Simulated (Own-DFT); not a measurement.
Simulation results for Si12O23 (quartz with two neutral oxygen vacancies, strained, atoms displaced)

A calculation, not a measurement: plane-wave PBE and HSE06 DFT by an unreviewed code, no spin, of a simulated cell at Gamma alone, so results move with cell size and shape, stress positive in tension, energies less offsets, not probed for a lower state with spin; oxygen file: force components 24 meV/angstrom off all-electron in a glass; k mesh not checked against a denser one; forces and stress are PBE's, HSE06 gives the energy alone, and its difference from PBE has offsets of its own; offsets are fitted by least squares, one for each functional and potential file, so energies compare only between cells with the same atoms and settings and are not formation energies; the far tail of each file's local potential was reset to the Coulomb form; each entry is a single point on an unrelaxed cell, so the pressure reflects the starting lattice, mostly measured values (interpolated for alloys), from which strain is counted, and rises with the displacements; printed positions are rounded, which can move forces by about a meV/angstrom; the program, named Own-DFT, is a retired in-house code; no spin-orbit coupling. Program: Own-DFT development build.

Settings shared by all entries: first functional PBE; second functional HSE06; exact exchange share 0.25; screening 0.11 1/bohr; exchange divergence Gygi-Baldereschi; potential files PseudoDojo norm-conserving, scalar-relativistic, made for PBE, standard set; wave cutoff 48 hartree; occupations fixed; k mesh 1 x 1 x 1 centred on Gamma.

```json
{"entry": 1, "formula": "Si12O23", "kind": "quartz with two neutral oxygen vacancies, strained, atoms displaced", "structure": {"cell_angstrom": [[9.7637, 0.046, -0.0776], [-4.842, 8.4123, 0.0844], [-0.0854, 0.0579, 10.6937]], "atoms_fractional": [["Si", 0.23599, 0.99284, 0.00154], ["Si", 0.99836, 0.2292, 0.33085], ["Si", 0.26343, 0.2651, 0.16415], ["O", 0.20845, 0.13923, 0.06287], ["O", 0.42871, 0.29555, 0.22707], ["O", 0.37439, 0.07738, 0.38898], ["O", 0.07406, 0.36423, 0.43853], ["O", 0.13325, 0.21171, 0.27623], ["O", 0.29427, 0.42723, 0.10499], ["Si", 0.2299, 0.9976, 0.49923], ["Si", 0.00783, 0.23104, 0.833], ["Si", 0.26846, 0.26843, 0.66765], ["O", 0.20277, 0.13069, 0.55862], ["O", 0.42413, 0.29785, 0.72307], ["O", 0.36883, 0.07339, 0.89091], ["O", 0.0797, 0.36428, 0.93754], ["O", 0.13571, 0.20995, 0.77505], ["O", 0.29342, 0.42549, 0.60851], ["Si", 0.23753, 0.50327, 0.00063], ["Si", 0.00129, 0.73656, 0.33081], ["Si", 0.26471, 0.77016, 0.16579], ["O", 0.21122, 0.63745, 0.0533], ["O", 0.42804, 0.79792, 0.22858], ["O", 0.3633, 0.57461, 0.39678], ["O", 0.07414, 0.867, 0.44125], ["O", 0.13078, 0.69638, 0.27299], ["O", 0.29397, 0.93084, 0.10896], ["Si", 0.23653, 0.50116, 0.49933], ["Si", 0.00252, 0.73398, 0.83677], ["Si", 0.27009, 0.77034, 0.66519], ["O", 0.20429, 0.63574, 0.56351], ["O", 0.42518, 0.7985, 0.72959], ["O", 0.36601, 0.56951, 0.88945], ["O", 0.0744, 0.87122, 0.9368], ["O", 0.13639, 0.70861, 0.78064], ["O", 0.29089, 0.93343, 0.60319], ["Si", 0.73042, 0.99683, 0.9984], ["Si", 0.49665, 0.23196, 0.33186], ["Si", 0.76336, 0.26195, 0.16751], ["O", 0.70291, 0.13042, 0.06162], ["O", 0.92196, 0.29328, 0.22104], ["O", 0.86883, 0.07802, 0.39523], ["O", 0.57348, 0.36804, 0.4383], ["O", 0.63063, 0.20203, 0.27386], ["Si", 0.73767, 0.00396, 0.49893], ["Si", 0.50655, 0.23741, 0.83446], ["Si", 0.76186, 0.25922, 0.67017], ["O", 0.70387, 0.12912, 0.56504], ["O", 0.92605, 0.29241, 0.73095], ["O", 0.86931, 0.07435, 0.89031], ["O", 0.57077, 0.36703, 0.94233], ["O", 0.63551, 0.20849, 0.77365], ["O", 0.79412, 0.42743, 0.61206], ["Si", 0.73369, 0.49687, 0.9959], ["Si", 0.50102, 0.73253, 0.33502], ["Si", 0.76138, 0.76583, 0.17288], ["O", 0.92904, 0.79333, 0.22583], ["O", 0.85967, 0.5714, 0.38733], ["O", 0.57038, 0.86756, 0.44237], ["O", 0.63791, 0.70924, 0.27657], ["O", 0.78947, 0.92861, 0.10955], ["Si", 0.73345, 0.49527, 0.49788], ["Si", 0.49479, 0.72966, 0.83081], ["Si", 0.76483, 0.77104, 0.67155], ["O", 0.70683, 0.63874, 0.56145], ["O", 0.92601, 0.79001, 0.72252], ["O", 0.86553, 0.58111, 0.89507], ["O", 0.57286, 0.86914, 0.94127], ["O", 0.63643, 0.71252, 0.77323], ["O", 0.79277, 0.9234, 0.6105]]}, "results": {"PBE_energy_of_cell_above_offsets [eV]": "-18.632", "HSE06_less_PBE_above_offsets [eV]": "-0.596", "PBE_pressure [GPa]": 13.23, "PBE_stress_xx [GPa]": -14.57, "PBE_stress_yy [GPa]": -12.69, "PBE_stress_zz [GPa]": -12.43, "PBE_stress_yz [GPa]": 2.91, "PBE_stress_xz [GPa]": -1.94, "PBE_stress_xy [GPa]": -1.49, "force_element": ["Si", "Si", "Si", "O", "O", "O", "O", "O", "O", "Si", "Si", "Si", "O", "O", "O", "O", "O", "O", "Si", "Si", "Si", "O", "O", "O", "O", "O", "O", "Si", "Si", "Si", "O", "O", "O", "O", "O", "O", "Si", "Si", "Si", "O", "O", "O", "O", "O", "Si", "Si", "Si", "O", "O", "O", "O", "O", "O", "Si", "Si", "Si", "O", "O", "O", "O", "O", "Si", "Si", "Si", "O", "O", "O", "O", "O", "O"], "force_x [eV/angstrom]": [-3.071, -1.737, 0.703, 1.094, -1.695, -2.796, -0.343, 3.002, 0.559, 0.421, -3.911, -2.292, -0.894, 5.002, -0.327, -0.327, 4.036, -0.761, -0.274, 1.054, 1.674, -1.407, -0.022, 1.708, -1.311, -0.176, 1.489, -2.56, -0.861, -3.296, 0.452, 1.23, 0.02, -0.337, 2.047, 3.118, 1.319, 2.354, -4.351, -0.325, 4.087, -0.292, -0.909, 0.35, -0.352, -2.542, 1.807, -0.6, 0.129, -0.961, -1.488, -0.666, 0.063, 0.651, -0.721, 2.76, -0.951, 0.814, 0.356, -1.785, 1.019, -0.853, 1.587, 2.791, 0.591, 1.674, 0.461, -1.659, -1.746, -1.824], "force_y [eV/angstrom]": [4.662, 3.656, 0.89, -4.006, 0.816, -5.0, 0.326, -0.668, 1.115, 3.614, 1.223, -3.274, 1.392, 0.221, -0.793, 0.8, -1.016, 2.352, -1.298, -1.67, -3.183, 2.152, -0.035, 0.568, -1.845, 0.421, 0.201, -0.936, 1.473, -0.191, -1.207, 0.989, -0.9, 0.448, 0.126, -1.986, 2.732, 3.15, 2.284, -0.942, 0.48, -2.201, -1.04, -0.253, -1.852, -0.144, 2.055, -0.186, 0.286, -2.208, -0.925, -1.091, 0.019, 0.97, 1.121, -1.594, 1.527, 0.325, 0.119, -1.325, 0.09, 2.757, 2.024, -3.88, -1.521, 0.38, -1.491, -2.824, -1.208, 4.929], "force_z [eV/angstrom]": [-3.061, 0.047, 3.063, -3.256, -1.698, 3.042, 0.231, -1.637, 1.048, -2.817, 1.149, -1.3, 0.573, 2.613, 0.744, 1.058, -1.802, -0.76, -2.069, 1.943, 0.949, 1.307, -0.537, -1.91, -1.488, -0.059, 2.14, 1.648, -2.599, 0.904, -1.322, -0.434, 0.302, 1.195, -1.399, 3.417, -0.477, -0.227, -2.919, -1.187, 2.044, 0.143, -0.237, 0.434, 1.322, -0.924, -0.898, -0.807, -0.64, 1.468, -0.97, 1.497, -0.33, 6.397, 0.492, -4.811, -1.506, -0.237, -0.024, 2.654, 1.021, 1.881, 1.534, -1.369, -1.043, 1.241, -0.617, -1.858, 2.288, -2.564]}}
{"entry": 2, "formula": "Si12O23", "kind": "quartz with two neutral oxygen vacancies, strained, atoms displaced", "structure": {"cell_angstrom": [[9.7714, 0.1525, -0.1421], [-4.7536, 8.5449, 0.1321], [-0.1563, 0.0775, 10.919]], "atoms_fractional": [["Si", 0.23473, 0.9972, 0.99769], ["Si", 0.9993, 0.23262, 0.33156], ["Si", 0.27006, 0.26236, 0.16764], ["O", 0.19856, 0.1268, 0.05822], ["O", 0.42952, 0.29697, 0.22494], ["O", 0.37064, 0.07944, 0.39396], ["O", 0.07021, 0.36526, 0.44229], ["O", 0.13581, 0.20837, 0.27413], ["O", 0.29545, 0.42099, 0.10724], ["Si", 0.23646, 0.0038, 0.49805], ["Si", 0.00122, 0.234, 0.83013], ["Si", 0.26539, 0.26949, 0.66507], ["O", 0.20892, 0.14123, 0.56169], ["O", 0.4262, 0.29372, 0.72509], ["O", 0.36783, 0.07466, 0.89427], ["O", 0.074, 0.3689, 0.94226], ["O", 0.13618, 0.20211, 0.77095], ["O", 0.29584, 0.42627, 0.60814], ["Si", 0.23699, 0.4985, 0.00408], ["Si", 0.99778, 0.73809, 0.33355], ["Si", 0.26436, 0.76852, 0.16671], ["O", 0.20385, 0.62992, 0.06036], ["O", 0.42765, 0.79519, 0.22775], ["O", 0.36505, 0.57459, 0.3945], ["O", 0.07356, 0.86721, 0.43948], ["O", 0.29325, 0.9276, 0.10216], ["Si", 0.23551, 0.50162, 0.50162], ["Si", 0.99516, 0.73393, 0.83246], ["Si", 0.26607, 0.76917, 0.66264], ["O", 0.20991, 0.6359, 0.5593], ["O", 0.42273, 0.79011, 0.72855], ["O", 0.36144, 0.5689, 0.89186], ["O", 0.07518, 0.8687, 0.94462], ["O", 0.13478, 0.70389, 0.77428], ["O", 0.28608, 0.9264, 0.60594], ["Si", 0.73527, 0.99537, 0.99804], ["Si", 0.49475, 0.23262, 0.33028], ["Si", 0.76104, 0.2622, 0.1688], ["O", 0.70469, 0.12728, 0.05969], ["O", 0.92455, 0.29267, 0.22565], ["O", 0.86217, 0.07414, 0.38984], ["O", 0.57097, 0.36404, 0.44029], ["O", 0.6338, 0.20251, 0.27613], ["O", 0.7974, 0.42889, 0.10704], ["Si", 0.72652, 0.99722, 0.49649], ["Si", 0.50655, 0.24411, 0.83052], ["Si", 0.76624, 0.26764, 0.66999], ["O", 0.70835, 0.13192, 0.55786], ["O", 0.92757, 0.29774, 0.7242], ["O", 0.86678, 0.07259, 0.89499], ["O", 0.57471, 0.3658, 0.93758], ["O", 0.6319, 0.20792, 0.77189], ["O", 0.7884, 0.42375, 0.60817], ["Si", 0.72727, 0.49815, 0.99558], ["Si", 0.49935, 0.73373, 0.33192], ["Si", 0.76515, 0.76441, 0.16412], ["O", 0.70423, 0.63205, 0.05922], ["O", 0.92557, 0.79342, 0.22913], ["O", 0.57639, 0.86885, 0.44057], ["O", 0.63154, 0.70826, 0.27838], ["O", 0.78867, 0.9228, 0.1081], ["Si", 0.73552, 0.49908, 0.49939], ["Si", 0.5024, 0.74063, 0.83149], ["Si", 0.76232, 0.76357, 0.66483], ["O", 0.70239, 0.63083, 0.565], ["O", 0.92672, 0.79443, 0.72888], ["O", 0.86212, 0.5741, 0.89343], ["O", 0.57116, 0.86811, 0.94223], ["O", 0.63525, 0.71327, 0.77149], ["O", 0.78794, 0.9285, 0.6056]]}, "results": {"PBE_energy_of_cell_above_offsets [eV]": "-20.848", "HSE06_less_PBE_above_offsets [eV]": "0.418", "PBE_pressure [GPa]": 4.78, "PBE_stress_xx [GPa]": -7.62, "PBE_stress_yy [GPa]": -2.63, "PBE_stress_zz [GPa]": -4.11, "PBE_stress_yz [GPa]": 3.08, "PBE_stress_xz [GPa]": -7.79, "PBE_stress_xy [GPa]": 4.38, "force_element": ["Si", "Si", "Si", "O", "O", "O", "O", "O", "O", "Si", "Si", "Si", "O", "O", "O", "O", "O", "O", "Si", "Si", "Si", "O", "O", "O", "O", "O", "Si", "Si", "Si", "O", "O", "O", "O", "O", "O", "Si", "Si", "Si", "O", "O", "O", "O", "O", "O", "Si", "Si", "Si", "O", "O", "O", "O", "O", "O", "Si", "Si", "Si", "O", "O", "O", "O", "O", "Si", "Si", "Si", "O", "O", "O", "O", "O", "O"], "force_x [eV/angstrom]": [-0.928, -0.014, -3.619, 0.098, 1.081, -0.987, 0.622, 1.188, 0.383, -2.04, 0.999, 0.61, 0.679, -0.103, 0.637, 0.025, -1.28, -0.802, -0.775, 3.402, -1.664, -0.322, -0.995, 0.117, 0.323, 2.003, -0.545, 3.459, -0.973, -0.619, -1.141, 0.958, -1.237, -0.602, 0.884, -1.317, 3.428, -0.086, -0.53, 0.388, -0.011, 0.14, -0.858, -0.94, 2.527, -1.25, -0.995, -1.499, 1.481, 0.593, -0.884, 1.459, 0.47, 2.497, -0.491, -1.276, -0.661, -1.991, -2.226, 3.25, 0.673, -0.557, 0.366, -0.248, -0.019, -1.971, -0.016, -0.033, 0.343, 1.424], "force_y [eV/angstrom]": [2.565, 0.308, -2.673, 1.508, 0.759, -1.741, 0.268, -0.087, 0.8, 1.344, 0.396, -2.456, -1.762, 0.83, 1.529, -1.391, 0.142, 2.672, 0.22, -3.003, -2.221, 1.344, 0.648, 0.197, 1.399, -0.362, -0.891, 0.067, -2.46, 0.684, 1.296, 1.699, -2.571, 0.513, 0.648, 1.719, 1.331, -0.858, 1.276, 0.495, -0.338, 0.028, 0.025, -0.195, 2.613, -3.7, -3.057, 2.485, 0.221, 0.695, 0.121, -0.218, 0.733, 0.953, 0.153, -2.037, 0.558, 0.95, -3.087, -0.095, 0.475, 1.828, -2.422, 1.196, -0.729, 0.921, 0.119, -0.841, -0.376, -1.161], "force_z [eV/angstrom]": [-1.994, 1.912, -1.609, 1.44, -0.538, 0.798, -0.297, -0.478, 0.415, -0.901, 2.492, 1.426, -1.816, -0.666, -0.803, -1.344, 0.73, -0.774, -2.411, 2.131, 0.771, 1.187, -1.156, -0.022, 0.554, 2.003, -1.709, 2.835, 1.992, 0.181, -1.986, -0.267, -2.17, -0.387, 0.592, -0.472, 2.159, -1.791, 0.946, -0.241, 0.332, -0.573, 0.111, -0.511, -0.422, 1.486, -2.11, 1.919, 0.663, -0.914, 0.363, -0.308, 0.541, 1.448, 2.995, 1.709, 0.394, -2.347, -2.068, -2.31, 0.363, -2.504, 3.311, 0.141, -0.689, -2.201, -0.22, -0.924, 0.448, 1.146]}}
{"entry": 3, "formula": "Si12O23", "kind": "quartz with two neutral oxygen vacancies, strained, atoms displaced", "structure": {"cell_angstrom": [[9.6406, -0.0095, -0.0434], [-4.8286, 8.4692, 0.1852], [-0.0478, 0.2076, 10.7343]], "atoms_fractional": [["Si", 0.23395, 0.00396, 0.99909], ["Si", 0.00125, 0.2363, 0.33202], ["Si", 0.27077, 0.26903, 0.16506], ["O", 0.20415, 0.13245, 0.05676], ["O", 0.4299, 0.29577, 0.22805], ["O", 0.36989, 0.07388, 0.39365], ["O", 0.07413, 0.36811, 0.43918], ["O", 0.12929, 0.20414, 0.27293], ["O", 0.29303, 0.42473, 0.10242], ["Si", 0.23468, 0.00119, 0.49968], ["Si", 0.99433, 0.23401, 0.83308], ["Si", 0.25952, 0.25921, 0.66607], ["O", 0.2093, 0.13602, 0.56107], ["O", 0.42231, 0.29134, 0.7256], ["O", 0.36294, 0.06971, 0.8924], ["O", 0.1335, 0.20538, 0.7777], ["O", 0.29179, 0.42465, 0.60952], ["Si", 0.23067, 0.49798, 0.99902], ["Si", 0.00781, 0.74314, 0.33264], ["Si", 0.26139, 0.75965, 0.16496], ["O", 0.20766, 0.63606, 0.05613], ["O", 0.42939, 0.79579, 0.23007], ["O", 0.36268, 0.57433, 0.39265], ["O", 0.07443, 0.86342, 0.4423], ["O", 0.13549, 0.70398, 0.27172], ["O", 0.29, 0.93007, 0.10889], ["Si", 0.22606, 0.49598, 0.49801], ["Si", 0.99844, 0.73179, 0.83002], ["Si", 0.26253, 0.76362, 0.66406], ["O", 0.20687, 0.63169, 0.55766], ["O", 0.42303, 0.7938, 0.72226], ["O", 0.07416, 0.86544, 0.94213], ["O", 0.13166, 0.71379, 0.77621], ["O", 0.29238, 0.92751, 0.60891], ["Si", 0.73584, 0.00069, 0.00113], ["Si", 0.49914, 0.23491, 0.33351], ["Si", 0.77166, 0.26814, 0.1622], ["O", 0.71434, 0.13909, 0.05282], ["O", 0.92435, 0.29275, 0.22418], ["O", 0.86585, 0.07079, 0.39391], ["O", 0.57024, 0.36688, 0.44499], ["O", 0.63978, 0.20804, 0.27277], ["O", 0.79363, 0.42359, 0.10805], ["Si", 0.73738, 0.00747, 0.50401], ["Si", 0.49903, 0.23486, 0.83076], ["Si", 0.76515, 0.2644, 0.6638], ["O", 0.71217, 0.13891, 0.56332], ["O", 0.93097, 0.30015, 0.72425], ["O", 0.87365, 0.07071, 0.8953], ["O", 0.56645, 0.3636, 0.94253], ["O", 0.62904, 0.20947, 0.77054], ["O", 0.79518, 0.43048, 0.6066], ["Si", 0.73313, 0.50213, 0.00046], ["Si", 0.50319, 0.73401, 0.33799], ["Si", 0.76284, 0.7607, 0.16475], ["O", 0.71116, 0.63783, 0.05435], ["O", 0.93181, 0.79266, 0.22591], ["O", 0.86611, 0.57888, 0.39408], ["O", 0.5664, 0.86517, 0.4425], ["O", 0.62678, 0.70506, 0.27617], ["O", 0.78818, 0.92271, 0.10543], ["Si", 0.73641, 0.49969, 0.50602], ["Si", 0.50298, 0.73398, 0.83298], ["Si", 0.76756, 0.76696, 0.67118], ["O", 0.70444, 0.63377, 0.55749], ["O", 0.925, 0.78475, 0.7276], ["O", 0.87025, 0.57081, 0.89271], ["O", 0.57242, 0.8674, 0.94195], ["O", 0.6289, 0.7079, 0.77225], ["O", 0.7902, 0.92654, 0.60569]]}, "results": {"PBE_energy_of_cell_above_offsets [eV]": "-18.677", "HSE06_less_PBE_above_offsets [eV]": "-0.690", "PBE_pressure [GPa]": 13.97, "PBE_stress_xx [GPa]": -18.0, "PBE_stress_yy [GPa]": -11.06, "PBE_stress_zz [GPa]": -12.85, "PBE_stress_yz [GPa]": 5.76, "PBE_stress_xz [GPa]": -2.12, "PBE_stress_xy [GPa]": 3.26, "force_element": ["Si", "Si", "Si", "O", "O", "O", "O", "O", "O", "Si", "Si", "Si", "O", "O", "O", "O", "O", "Si", "Si", "Si", "O", "O", "O", "O", "O", "O", "Si", "Si", "Si", "O", "O", "O", "O", "O", "Si", "Si", "Si", "O", "O", "O", "O", "O", "O", "Si", "Si", "Si", "O", "O", "O", "O", "O", "O", "Si", "Si", "Si", "O", "O", "O", "O", "O", "O", "Si", "Si", "Si", "O", "O", "O", "O", "O", "O"], "force_x [eV/angstrom]": [-0.367, -0.83, -0.982, -1.262, -0.589, -0.406, -2.366, 2.327, 0.708, -0.304, 3.081, -0.312, -0.397, 0.77, 1.354, -0.47, -0.853, -0.546, 0.894, 2.13, -0.669, -0.97, -0.068, -0.376, -1.391, 1.159, 3.016, 0.236, -0.78, -1.539, 2.552, -1.233, 4.68, -0.084, -1.451, 3.634, -2.322, -0.715, 3.486, 0.415, 0.049, -1.186, -1.554, -2.05, -1.532, -0.89, -0.79, -0.394, -0.453, 0.29, 2.808, 2.847, 0.84, -3.181, 0.237, -1.064, -2.587, 0.546, 0.988, 5.024, 1.401, -3.289, -5.952, -0.957, -0.572, -1.913, -0.9, -0.183, 3.61, 1.65], "force_y [eV/angstrom]": [-1.805, 0.142, -3.555, 2.611, 1.133, -1.472, -2.961, -0.07, 1.2, 0.405, 3.046, 0.95, -1.5, 0.883, 0.808, -0.768, 1.112, 0.657, -2.59, 2.461, -0.25, 0.266, -1.693, 0.807, -1.02, -0.86, 1.918, 1.985, -1.771, 1.15, 0.375, -1.53, -1.122, 1.101, -0.105, 1.744, -3.958, 1.001, 1.022, 0.512, -0.974, -0.391, 3.894, -2.629, 0.25, 1.452, -0.756, 0.482, -1.602, 0.337, -0.618, -1.372, -1.941, 1.856, -0.107, 0.64, 1.046, -0.2, 1.782, -0.79, -0.091, 1.847, -1.061, -1.896, 1.696, 1.995, -1.806, -0.074, -1.011, -0.219], "force_z [eV/angstrom]": [-0.015, 1.145, -0.365, 1.791, -1.533, 0.213, -1.675, -0.963, 1.025, 0.301, 2.129, 0.671, -1.617, -0.444, -1.449, 0.36, -0.921, -5.345, 1.464, -0.833, 0.078, -1.452, 0.277, 0.458, 2.048, 1.212, 1.867, 5.856, 0.045, 0.861, 1.119, -1.309, -2.263, -0.218, -1.556, 1.601, -0.019, 0.602, 0.962, -0.497, -0.822, 0.876, -1.746, -2.858, 2.542, 1.941, -1.389, -0.872, 0.066, -0.117, -0.831, 3.235, -1.153, 1.009, 1.639, 0.667, -2.598, -0.223, 1.333, -2.448, 1.797, -4.407, 3.752, -3.479, 1.879, -2.762, 0.81, -0.743, -0.808, 2.101]}}
```
